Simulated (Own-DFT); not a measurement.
# Response to strain: 4H SiC, 32 atoms (C16Si16)

All numbers below are calculated, not measured. They come from Own-DFT, an in-house plane-wave density functional program, since retired, whose code no person has reviewed. Each row is one single-point run on a periodic cell that was not relaxed, without spin or spin-orbit coupling.

Settings of every run: PBE; PseudoDojo norm-conserving scalar-relativistic files; cutoff 42 hartree; 5 x 5 x 3 k mesh centred on Gamma; Fermi-Dirac smearing of 0.1 eV.

Known limits: forces on such cells passed a denser k mesh, each cell not checked; stress not checked against mesh or cutoff.

Unstrained cell vectors in Å: (6.165, 0.000, 0.000); (-3.083, 5.339, 0.000); (0.000, 0.000, 10.068). The unstrained cell has measured lattice constants (interpolated for alloys), not those of this functional. That, the random moves and any unrelaxed bonds set the pressure at no strain. Each run strains this cell uniformly, with the atoms carried along. Every atom was also moved at random, by a Gaussian of width 0.05 Å on each axis. Strain is the symmetric tensor, in per cent. Stress is positive in tension, and the pressure is minus a third of its trace.

```
run  e_xx (%)  e_yy (%)  e_zz (%)  e_yz (%)  e_xz (%)  e_xy (%)  s_xx (GPa)  s_yy (GPa)  s_zz (GPa)  s_yz (GPa)  s_xz (GPa)  s_xy (GPa)  P (GPa)  E (meV/atom)
  1     -1.53     -1.48      1.80     -1.99     -1.00     -1.75      -18.17      -14.87        3.92       -6.75       -2.81      -12.00     9.71          67.7
  2      0.36     -0.65     -1.19     -1.18      1.12      1.89       -3.67       -8.90      -16.72       -4.63        4.78        9.09     9.76          49.1
  3      0.14      0.41     -1.24     -0.38     -1.36      0.96       -6.09       -2.95      -12.49       -0.98       -5.55        6.93     7.17          32.4
  4      1.58      1.26     -1.80     -1.97     -0.22      1.30        4.05        4.15      -19.82       -5.32       -1.22        5.32     3.87          36.8
  5     -1.92      0.09     -1.90     -0.81     -1.38     -1.35      -16.15       -9.28      -18.00       -2.28       -6.14       -5.89    14.48          53.6
  6     -0.23     -1.06      0.90     -1.42      1.33     -1.52       -7.87      -10.29        0.17       -4.47        4.61       -8.13     6.00           2.3
  7      0.53      0.27      0.70     -0.79      1.76      0.89       -2.77       -2.69       -2.50       -2.58        7.06        6.20     2.65          43.4
  8      0.52      0.92      1.92      1.69     -1.84     -0.82        2.49       -0.96        2.97        5.56       -4.97       -3.51    -1.50          38.8
  9     -1.66      1.63     -1.14     -1.75      0.03     -0.94      -12.61        3.15      -14.99       -5.80       -1.99       -4.53     8.15          35.5
 10      1.49     -1.27      0.56      0.09     -0.79     -0.06        0.00       -9.78       -1.48        0.23       -2.79        1.15     3.76          17.1
 11     -1.39      0.49     -0.97      1.96     -0.22     -0.76      -12.27       -5.28      -11.49        7.31       -0.98       -2.68     9.68          31.3
 12      1.37      0.68     -0.46      1.71      0.20     -0.70        4.58       -1.48      -10.09        6.62        0.17       -1.51     2.33          22.8
 13     -1.28      1.12     -1.55     -1.96      0.96      0.23      -13.44       -1.23      -13.43       -6.49        3.62        0.05     9.37          51.5
 14      1.26     -1.92      1.97      0.38     -0.23     -0.29        2.68      -13.69        4.68       -1.08       -1.21       -1.88     2.11           0.0
 15     -0.53     -1.60      0.11      1.78      1.34     -0.88      -11.15      -15.04       -4.19        5.58        4.66       -1.77    10.13          23.7
 16     -0.03      1.02     -0.73      1.66      0.04     -1.05           ?           ?           ?           ?           ?           ?        ?             ?
```

E is the free energy for each atom above the lowest run shown.

## Worked fit

Each stress component was fitted by least squares to a constant and the strains of the runs shown, as fractions, with shears doubled. Shear strains stay in the fit of a normal stress only where such slopes are resolved. The slopes, in GPa:

```
stress  at no strain  per e_xx  per e_yy  per e_zz  scatter
  s_xx          -5.3  596 ± 39  177 ± 49   72 ± 42     1.73
  s_yy          -5.4  129 ± 25  542 ± 32   14 ± 28     1.14
  s_zz          -6.8  -37 ± 38  -56 ± 49  582 ± 42     1.72
```

Each shear stress against twice its own strain: yz 165 ± 7, xz 179 ± 10, xy 254 ± 25 GPa. These are stiffnesses along x, y and z of the frame in which the cell vectors are given, which need not be the crystal's axes. The atoms are held to the strained lattice; where symmetry lets them move under strain, relaxing them would lower some slopes. The table should be nearly symmetric about its diagonal, and what it lacks of that shows the noise. A ninth of its sum, 224 ± 8 GPa, estimates the bulk modulus near the mean pressure of these runs, 6.5 GPa, so it lies above the value at zero pressure.

## Withheld run

Question: what normal stresses and pressure should run 16 give?

The fit gives s_xx = -4.2, s_yy = 0.0, s_zz = -11.5 and P = 5.2 GPa. The calculation gave -3.40, -0.39, -10.71 and P = 4.83 GPa.
